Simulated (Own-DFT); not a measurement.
Si₁₂O₂₃ (quartz with two neutral oxygen vacancies, atoms displaced) (calculated)

A calculation, not a measurement: plane-wave PBE and HSE06 DFT by an unreviewed code, no spin, of a simulated cell at Gamma alone, so results move with cell size and shape, stress positive in tension, energies less offsets, not probed for a lower state with spin; oxygen file: force components 24 meV/angstrom off all-electron in a glass; k mesh not checked against a denser one; forces and stress are PBE's, HSE06 gives the energy alone, and its difference from PBE has offsets of its own; offsets are fitted by least squares, one for each functional and potential file, so energies compare only between cells with the same atoms and settings and are not formation energies; the far tail of each file's local potential was reset to the Coulomb form; each entry is a single point on an unrelaxed cell, so the pressure reflects the starting lattice, mostly measured values (interpolated for alloys), from which strain is counted, and rises with the displacements; printed positions are rounded, which can move forces by about a meV/angstrom; the program, named Own-DFT, is a retired in-house code; no spin-orbit coupling. Program: Own-DFT development build.

Common to all runs: first functional PBE; second functional HSE06; exact exchange share 0.25; screening 0.11 1/bohr; exchange divergence Gygi-Baldereschi; potential files PseudoDojo norm-conserving, scalar-relativistic, made for PBE, standard set; wave cutoff 48 hartree; occupations fixed; k mesh 1 x 1 x 1 centred on Gamma.

(1) Si₁₂O₂₃ (quartz with two neutral oxygen vacancies, atoms displaced)

```xyz
70
Lattice="9.8268 0.0000 0.0000 -4.9134 8.5103 0.0000 0.0000 0.0000 10.8104" Properties=species:S:1:pos:R:3 Si12O23
Si    -2.6299     8.4782    10.7732
Si    -1.1778     2.0416     3.5977
Si     1.3266     2.2749     1.8170
O      1.3795     1.0805     0.6348
O      2.7683     2.4707     2.4406
O      3.2645     0.6366     4.1742
O     -1.0788     3.1186     4.7616
O      0.2962     1.8008     2.9215
O      0.7350     3.6422     1.1264
Si    -2.5812     8.5044     5.4445
Si     8.6199     1.9925     9.0133
Si     1.3621     2.2178     7.2020
O      1.2990     1.1202     6.0633
O      2.7784     2.5532     7.8192
O      3.2250     0.6049     9.6648
O     -1.1137     3.1699    10.1284
O      0.3126     1.7852     8.3794
O      0.7451     3.6165     6.5381
Si    -0.1868     4.2751     0.0194
Si    -3.6090     6.2516     3.5325
Si    -1.0994     6.5076     1.7900
O     -1.0981     5.4103     0.6569
O      0.7796     4.8589     4.3033
O     -3.5190     7.4230     4.7556
O     -1.6957     7.9377     1.1862
Si    -0.1709     4.2780     5.4184
Si     6.2136     6.2429     9.0125
Si    -1.1446     6.5196     7.2110
O     -1.1123     5.4033     6.0681
O      0.3084     6.7313     7.8613
O      0.7589     4.8669     9.6602
O     -3.5479     7.3716    10.1844
O     -2.1674     6.0379     8.3381
O     -1.6537     7.8907     6.5474
Si     2.2850     8.4732     0.0144
Si     3.7707     1.9902     3.5442
Si     6.1957     2.2777     1.7892
O      6.3234     1.1179     0.6272
O      7.6880     2.4791     2.4067
O      8.1820     0.5841     4.2359
O      3.8145     3.1311     4.7696
O      5.1976     1.7687     2.9664
O      5.7030     3.6068     1.1155
Si     7.2031     0.0318     5.3899
Si     3.7782     2.0075     8.9919
Si     6.2213     2.2373     7.2563
O      6.2860     1.1626     6.0614
O      7.6358     2.4728     7.8253
O      8.1598     0.5799     9.6402
O      3.8581     3.1015    10.1902
O      5.2238     1.7775     8.4312
O      5.6849     3.5658     6.6464
Si     4.7471     4.2793    10.7641
Si     1.2378     6.2384     3.6013
Si     3.7744     6.5012     1.7838
O      3.8319     5.3861     0.6355
O      5.2176     6.8003     2.4174
O      5.6969     4.9170     4.2802
O      1.3866     7.4365     4.7685
O      2.7426     6.0072     2.9387
O      3.2386     7.7939     1.1853
Si     4.7300     4.2517     5.4469
Si     1.2909     6.2626     8.9850
Si     3.8246     6.4926     7.1402
O      3.8541     5.4129     6.0548
O      5.2231     6.7760     7.8336
O      5.6910     4.8078     9.6768
O      1.3589     7.4279    10.1095
O      2.7608     6.0467     8.4184
O      3.2279     7.8537     6.5866
```

- PBE energy of cell above offsets: -21.598 eV
- HSE06 less PBE above offsets: 0.042 eV
- PBE pressure: 6.89 GPa
- PBE stress xx: -6.85 GPa
- PBE stress yy: -7.68 GPa
- PBE stress zz: -6.13 GPa
- PBE stress yz: -0.95 GPa
- PBE stress xz: -1.21 GPa
- PBE stress xy: 0.09 GPa

Force:
```tsv
element	x (eV/Å)	y (eV/Å)	z (eV/Å)
Si	1.3	1.279	1.875
Si	1.098	-1.981	0.07
Si	-0.99	-0.912	-2.553
O	-1.034	2.27	1.377
O	-0.301	1.275	-1.243
O	-1.218	-1.766	2.25
O	-0.663	0.454	0.294
O	-0.927	-0.296	1.217
O	1.451	-0.976	1.595
Si	-0.613	1.808	-2.913
Si	2.005	-0.021	-0.192
Si	-3.1	1.983	0.369
O	1.178	-1.324	-1.011
O	1.421	-0.141	0.558
O	1.043	1.081	-1.787
O	-0.849	-0.571	-0.034
O	-0.508	-0.061	0.295
O	1.098	-0.831	1.167
Si	0.422	-0.585	-1.825
Si	3.347	0.927	0.541
Si	-1.122	1.728	4.119
O	-0.653	-0.313	-0.97
O	1.026	0.706	-1.232
O	-0.697	-1.479	-0.961
O	1.096	-1.013	0.206
Si	-0.583	-1.109	0.899
Si	-0.529	-0.416	0.189
Si	0.247	0.034	-0.041
O	-0.237	-0.17	-0.532
O	-1.228	0.812	-1.547
O	0.363	0.853	-0.346
O	-1.467	-2.343	-1.294
O	-0.363	-0.423	0.892
O	1.065	0.154	1.218
Si	2.362	0.154	-0.087
Si	-0.616	1.09	2.899
Si	0.878	-1.418	-0.093
O	-1.069	1.259	1.215
O	-0.926	0.495	-0.467
O	0.39	1.286	-0.569
O	-0.35	-0.756	-0.751
O	2.401	-0.219	-1.119
O	-0.503	1.355	-0.311
Si	2.053	0.309	1.594
Si	-1.706	-0.416	1.464
Si	-1.391	-1.34	-0.745
O	-0.313	-0.341	-0.25
O	2.559	0.414	1.23
O	-0.062	0.043	0.429
O	-1.182	-0.82	-0.622
O	1.041	-0.856	-0.301
O	-1.801	3.156	-2.034
Si	-0.639	-1.607	2.834
Si	-0.095	1.393	-1.339
Si	0.396	-2.227	1.711
O	-0.301	-0.132	-0.221
O	-0.557	0.241	-0.527
O	-0.503	-0.973	0.616
O	-1.958	-2.719	-1.749
O	-0.973	-0.427	0.776
O	-2.018	4.019	-2.475
Si	2.438	-1.366	-0.624
Si	1.006	-1.175	1.628
Si	-2.708	1.904	4.057
O	-0.707	-1.583	-1.529
O	1.24	-0.224	0.724
O	2.552	2.735	-3.217
O	-1.248	-1.105	0.059
O	1.953	-0.242	-1.649
O	-0.723	1.462	-1.2
```

(2) Si₁₂O₂₃ (quartz with two neutral oxygen vacancies, atoms displaced)

```xyz
70
Lattice="9.8268 0.0000 0.0000 -4.9134 8.5103 0.0000 0.0000 0.0000 10.8104" Properties=species:S:1:pos:R:3 Si12O23
Si    -2.6233     8.4688    10.7948
Si    -1.1335     2.0904     3.6058
Si     1.3042     2.2865     1.7707
O      1.3957     1.1339     0.6646
O      2.7768     2.4799     2.3965
O      3.2638     0.6028     4.2138
O     -1.1220     3.1621     4.7427
O      0.2563     1.7463     3.0052
O      0.8057     3.6578     1.1269
Si    -2.6159     8.4957     5.4027
Si    -1.1240     1.9667     9.0185
Si     1.2504     2.2531     7.2058
O      1.3714     1.1384     6.0549
O      2.7149     2.4779     7.8713
O      3.2963     0.5963     9.6913
O     -1.0141     3.0853    10.1631
O      0.2999     1.7060     8.3477
O      0.8209     3.6332     6.5815
Si    -0.0795     4.2832    10.8012
Si     6.1811     6.2364     3.6117
Si    -1.1220     6.4556     1.7995
O     -1.0672     5.3444     0.6412
O      0.2916     6.7430     2.4117
O      0.8289     4.8984     4.2754
O     -3.4975     7.3766     4.7657
O     -2.1717     6.0037     2.9392
O     -1.6541     7.8796     1.1694
Si    -0.1641     4.2928     5.3892
Si    -3.6070     6.2781     9.0493
Si    -1.1704     6.5133     7.2475
O     -1.0613     5.3757     6.0468
O      0.3408     6.7394     7.8958
O      0.7724     4.8895     9.6945
O     -3.5665     7.3559    10.1236
O     -2.1273     6.0466     8.3097
O     -1.6321     7.8874     6.5710
Si     7.1644     0.0393     0.0085
Si     3.7601     1.9352     3.5818
Si     6.2689     2.2153     1.7410
O      6.3079     1.2041     0.6650
O      8.1485     0.6052     4.2639
O      3.8519     3.1588     4.7663
O      5.1860     1.7703     2.9684
Si     2.2624     8.5066     5.3890
Si     3.7845     1.9693     8.9812
Si     6.2020     2.2377     7.2191
O      6.2984     1.1754     6.0285
O      7.6714     2.4934     7.8654
O      8.1452     0.5939     9.6526
O      3.8354     3.0941    10.1217
O      5.2472     1.7425     8.3735
O      5.6669     3.6177     6.5515
Si     4.8066     4.2918     0.0083
Si     1.3170     6.2495     3.6133
Si     3.7488     6.4977     1.7737
O      3.8319     5.3917     0.6653
O      5.2299     6.7282     2.4883
O      5.6838     4.9108     4.2503
O      1.2907     7.4036     4.7535
O      2.7611     6.0340     2.9377
O      3.2599     7.8058     1.1176
Si     4.7704     4.2294     5.4109
Si     1.2886     6.2477     9.0198
Si     3.7612     6.4945     7.2065
O      3.8343     5.3491     6.0843
O      5.1842     6.7479     7.9232
O      5.7309     4.8701     9.7045
O      1.3823     7.3879    10.1522
O      2.7476     6.0288     8.3500
O      3.2211     7.8929     6.5689
```

- PBE energy of cell above offsets: -20.934 eV
- HSE06 less PBE above offsets: -0.039 eV
- PBE pressure: 8.07 GPa
- PBE stress xx: -6.32 GPa
- PBE stress yy: -9.04 GPa
- PBE stress zz: -8.86 GPa
- PBE stress yz: -1.67 GPa
- PBE stress xz: 2.6 GPa
- PBE stress xy: -0.69 GPa

Force:
```tsv
element	x (eV/Å)	y (eV/Å)	z (eV/Å)
Si	1.374	1.099	1.237
Si	-4.915	-3.063	-1.42
Si	-0.111	-1.088	1.694
O	-0.512	-0.687	-0.81
O	-0.209	0.19	0.446
O	-1.143	-1.828	1.448
O	0.093	1.477	1.471
O	3.511	0.39	-2.457
O	0.991	-0.34	1.47
Si	1.546	1.245	0.622
Si	-1.053	0.356	-0.363
Si	1.929	-0.468	-0.045
O	-0.026	-0.573	-0.686
O	0.468	-0.179	-0.039
O	-0.278	-0.512	-0.308
O	0.195	0.673	0.628
O	-0.311	-0.623	0.668
O	-1.473	1.662	-1.49
Si	-3.208	-2.267	0.582
Si	2.586	1.025	0.356
Si	-2.13	1.105	-0.307
O	-0.751	0.438	0.002
O	2.11	-0.092	1.18
O	-0.241	-1.092	-0.026
O	-1.169	-1.232	-0.506
O	-0.056	-0.401	0.388
O	-0.355	-0.463	-0.498
Si	1.874	-1.696	0.871
Si	0.477	-3.047	-3.167
Si	3.943	0.811	-3.432
O	-1.284	1.997	1.367
O	-2.704	0.603	-2.29
O	2.132	1.042	-2.516
O	0.222	2.514	2.778
O	-4.07	-1.504	4.208
O	-0.368	0.819	-0.54
Si	2.344	-1.947	-0.253
Si	-0.518	3.487	0.654
Si	-0.3	7.211	6.521
O	-0.191	-4.942	-4.759
O	0.775	1.329	-0.904
O	-1.798	-2.991	-2.122
O	2.536	-0.288	-1.636
Si	1.167	0.328	0.457
Si	-1.162	0.268	0.319
Si	1.312	0.996	-0.818
O	-0.594	-0.273	-0.127
O	0.126	0.073	0.04
O	-0.066	-0.003	0.258
O	0.553	1.661	1.008
O	-0.486	-0.743	0.643
O	1.292	-0.539	1.481
Si	-0.674	-4.464	2.316
Si	-0.218	1.353	-0.955
Si	1.854	-0.156	2.402
O	-0.099	-1.19	-1.268
O	-2.396	0.851	-2.443
O	-0.413	-1.9	1.009
O	-0.236	-0.543	-0.229
O	-0.569	-0.466	0.925
O	-1.691	3.434	-1.658
Si	0.238	1.427	-0.423
Si	2.135	-0.048	0.541
Si	-0.303	0.69	-0.294
O	-0.282	0.527	-0.112
O	0.174	0.201	-0.627
O	1.709	1.185	-1.938
O	-0.737	0.087	0.594
O	-0.552	-0.622	0.991
O	-0.009	-0.285	-0.104
```

(3) Si₁₂O₂₃ (quartz with two neutral oxygen vacancies, atoms displaced)

```xyz
70
Lattice="9.8268 0.0000 0.0000 -4.9134 8.5103 0.0000 0.0000 0.0000 10.8104" Properties=species:S:1:pos:R:3 Si12O23
Si     2.3036     0.0083    10.7831
Si    -1.1322     1.9841     3.6040
Si     1.2594     2.2815     1.8028
O      1.3715     1.1070     0.6421
O      2.7831     2.4744     2.4585
O      3.2699     0.6131     4.2605
O     -1.1100     3.1402     4.7693
O      0.3029     1.7224     3.0002
O      0.8082     3.6039     1.1919
Si     2.2961     0.0173     5.4403
Si     8.6227     1.9244     8.9675
Si     1.3271     2.2319     7.3145
O      1.3786     1.1310     6.0381
O      2.7808     2.4561     7.8485
O      3.2352     0.6211     9.6895
O     -1.0775     3.1312    10.1499
O      0.3099     1.7287     8.3671
O      0.7741     3.6343     6.6004
Si    -0.1706     4.2557     0.0497
Si     6.1822     6.2985     3.6110
Si    -1.1842     6.4994     1.7870
O     -1.0673     5.3444     0.6025
O      0.3554     6.7671     2.4289
O      0.7525     4.9091     4.2467
O     -3.5167     7.3743     4.7304
O     -2.2020     6.0101     3.0293
O     -1.6609     7.8706     1.1792
Si    -0.1170     4.2551     5.4076
Si     6.1888     6.2601     8.9411
Si    -1.2238     6.5201     7.2174
O     -1.0900     5.3656     6.0647
O      0.2554     6.7213     7.8435
O      0.7923     4.8670     9.6266
O     -3.5759     7.3742    10.1791
O     -2.1994     6.0082     8.3761
O     -1.6664     7.9033     6.5873
Si     2.3733     8.5090     0.0606
Si     3.7904     2.0060     3.5758
Si     6.2150     2.2397     1.7996
O      6.2586     1.0869     0.6150
O      7.6542     2.5088     2.4328
O      8.1204     0.6265     4.2147
O      3.8456     3.0691     4.7634
O      5.1663     1.7625     2.9252
O      5.7648     3.6342     1.1906
Si     7.2543     0.0295     5.4333
Si     3.7395     1.9917     9.0441
Si     6.2446     2.2047     7.1513
O      6.2466     1.1673     6.0143
O      8.1163     0.6739     9.6405
O      3.8477     3.0864    10.1625
O      5.7142     3.6306     6.5651
Si     4.7531     4.2782     0.0071
Si     1.2762     6.2492     3.5730
Si     3.7966     6.5378     1.7847
O      3.8634     5.3951     0.6475
O      5.1984     6.7238     2.4608
O      5.6680     4.8933     4.2344
O      1.3146     7.3308     4.7401
O      2.7501     6.0019     2.9471
O      3.2958     7.9185     1.1262
Si     4.7819     4.2250     5.4241
Si     1.3293     6.2560     9.0622
Si     3.7207     6.5314     7.1671
O      3.8244     5.4144     6.1015
O      5.2005     6.7699     7.8066
O      5.6777     4.8643     9.6373
O      1.2966     7.3599    10.1292
O      2.8334     6.0095     8.3679
O      3.2249     7.8420     6.5771
```

- PBE energy of cell above offsets: -20.242 eV
- HSE06 less PBE above offsets: 0.093 eV
- PBE pressure: 7.26 GPa
- PBE stress xx: -5.6 GPa
- PBE stress yy: -9.39 GPa
- PBE stress zz: -6.81 GPa
- PBE stress yz: 0.9 GPa
- PBE stress xz: 0.9 GPa
- PBE stress xy: 2.21 GPa

Force:
```tsv
element	x (eV/Å)	y (eV/Å)	z (eV/Å)
Si	-0.435	-1.804	1.946
Si	-1.496	1.879	0.306
Si	3.051	-3.76	1.549
O	-0.892	1.431	0.993
O	-2.416	0.608	-1.816
O	-0.172	-0.119	0.147
O	-0.004	-0.874	-0.528
O	1.077	-0.094	-0.805
O	-1.37	3.133	-1.444
Si	1.506	-0.649	-1.843
Si	0.125	5.576	-2.499
Si	-0.626	1.099	-4.678
O	-1.302	1.882	1.745
O	0.263	0.733	0.01
O	0.733	-0.247	-1.076
O	-0.384	-1.274	-0.723
O	-1.548	-1.157	1.932
O	0.735	-0.987	0.564
Si	2.969	-2.409	-3.395
Si	0.295	-2.105	0.628
Si	0.952	-1.098	1.89
O	-2.522	3.619	2.713
O	-3.25	0.189	-2.67
O	0.296	-1.114	-0.448
O	-0.329	1.642	1.827
O	2.715	-0.012	-2.338
O	-0.834	1.172	-1.194
Si	-0.882	0.009	0.982
Si	-1.354	-0.032	2.386
Si	2.329	-1.375	-0.47
O	-0.606	0.506	0.227
O	1.202	-0.058	0.985
O	-0.487	-1.433	1.569
O	-0.107	-0.579	-0.734
O	0.923	-0.464	-0.183
O	-0.522	0.728	-0.142
Si	-3.884	-0.043	-4.011
Si	-2.19	-1.359	2
Si	-0.244	-0.71	-0.566
O	-0.192	0.891	1.025
O	1.433	-0.428	0.744
O	0.081	-0.818	0.502
O	0.257	1.307	1.098
O	2.817	-0.724	-0.949
O	-1.466	1.499	-1.653
Si	-2.518	-2.279	-1.796
Si	3.793	-0.735	-2.599
Si	-0.46	2.062	6.128
O	0.551	-2.699	-2.755
O	-1.168	-4.448	2.32
O	-0.097	1.761	1.967
O	0.863	0.043	0.517
Si	1.964	-2.164	-0.128
Si	1.667	-0.105	1.055
Si	-1.814	-1.413	1.076
O	-1.203	1.104	0.386
O	0.186	1.192	-0.907
O	-0.294	-0.31	0.365
O	1.731	2.765	2.037
O	0.895	0.321	-0.846
O	1.822	-0.955	1.96
Si	-1.34	1.402	-0.869
Si	-0.356	-1.491	-4.347
Si	2.156	-2.042	2.669
O	0.72	-2.938	-2.743
O	0.011	0.589	-0.452
O	0.276	0.488	-0.433
O	2.043	3.637	3.45
O	-2.392	-0.076	1.939
O	-1.284	4.113	-1.604
```
